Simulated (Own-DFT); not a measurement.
# Bulk modulus against bond length in tetrahedral crystals

Everything here is calculated. The program is Own-DFT (plane waves, in-house, since retired, never reviewed by a person); positions were held fixed, and spin and spin-orbit coupling were off.

Known weak points (not all hold for every row): forces on such cells moved up to 12 meV/angstrom on a denser k mesh; forces not confirmed at this smearing and k mesh; k mesh not checked against a denser one; forces on such cells passed a denser k mesh, each cell not checked; stress not checked against mesh or cutoff.

All runs are PBE with PseudoDojo norm-conserving files; cutoff and k mesh are each material's own. Every cell starts from measured lattice constants and was given uniform random strains and small random moves of its atoms. Each triple is the change of volume in per cent, the rms move u in Å and the pressure in GPa.

- 2H SiC (C36Si36), 10.36 Å³/atom unstrained: (-1.86, 0.050, 10.56); (-0.56, 0.051, 7.01); (0.43, 0.045, 4.43); (0.67, 0.051, 3.82); (2.44, 0.051, -0.10); (2.80, 0.050, -0.64); (3.03, 0.050, -1.15)
- wurtzite GaN (Ga48N48), 11.42 Å³/atom unstrained: (-1.41, 0.049, 10.78); (-0.65, 0.050, 9.54); (-0.29, 0.052, 8.50); (-0.28, 0.052, 8.44); (0.56, 0.053, 6.91); (1.52, 0.046, 4.34); (1.81, 0.051, 4.38)
- diamond silicon (Si64), 20.02 Å³/atom unstrained: (-2.51, 0.051, 5.50); (-2.13, 0.048, 4.79); (-0.81, 0.051, 3.37); (-0.64, 0.048, 3.31); (0.12, 0.051, 2.45); (0.97, 0.054, 1.79); (1.30, 0.048, 1.38)
- zincblende GaAs (As32Ga32), 22.58 Å³/atom unstrained: (-1.60, 0.051, 5.61); (-1.56, 0.049, 5.47); (-1.35, 0.054, 5.22); (-1.05, 0.048, 5.02); (-0.33, 0.050, 4.43); (0.56, 0.050, 3.70); (2.06, 0.051, 2.54)
- zincblende InP (In48P48), 25.27 Å³/atom unstrained: withheld
- grey tin (Sn64), 34.15 Å³/atom unstrained: (-2.91, 0.051, 5.25); (-1.60, 0.046, 4.49); (-1.54, 0.048, 4.60); (-0.69, 0.052, 4.05); (-0.66, 0.053, 4.12); (0.92, 0.047, 3.13); (1.18, 0.047, 3.01)

## Working it out

Fit a line to each set against the fractional change of volume; B is minus its slope, and u is nearly the same within a set. To take it to zero pressure, assume that B rises by 4 GPa for each GPa: B0 = B - 4 x (mean pressure). The bond length of an ideal tetrahedral crystal with the unstrained volume v is d = (√3/4)(8 v)^(1/3). Cohen's empirical rule reads B0 = (1971 - 220 L) d^(-3.5) GPa, with L = 0 for group IV crystals and SiC and 1 for III-V compounds.

```
                  material  L  d (Å)  B (GPa)  mean P (GPa)  B0 (GPa)  rule (GPa)
          2H SiC (C36Si36)  0  1.888  236 ± 7           3.4   222 ± 7         213
    wurtzite GaN (Ga48N48)  1  1.950  210 ± 9           7.6   180 ± 9         169
    diamond silicon (Si64)  0  2.352  104 ± 4           3.2    91 ± 4          99
zincblende GaAs (As32Ga32)  1  2.448   82 ± 2           4.6    64 ± 2          76
  zincblende InP (In48P48)  1  2.541        ?             ?         ?          67
           grey tin (Sn64)  0  2.810   55 ± 2           4.1    39 ± 2          53
```

A line through ln[B0/(1971 - 220 L)] against ln d has a slope of -4.4 ± 0.1 and a scatter of 4 %. Against the rule, B0 stands at 104 % for 2H SiC, 107 % for wurtzite GaN, 92 % for diamond silicon, 83 % for zincblende GaAs, 73 % for grey tin. PBE tends to make silicon and heavier crystals too soft, and the rule itself is only a guide.

## Withheld run

Asked: what B0 does the fitted trend give for zincblende InP (In48P48)?

The straight line predicts 55 GPa. Its own runs give B = 76 ± 3 GPa at a mean pressure of 4.5 GPa, so B0 = 57 GPa.
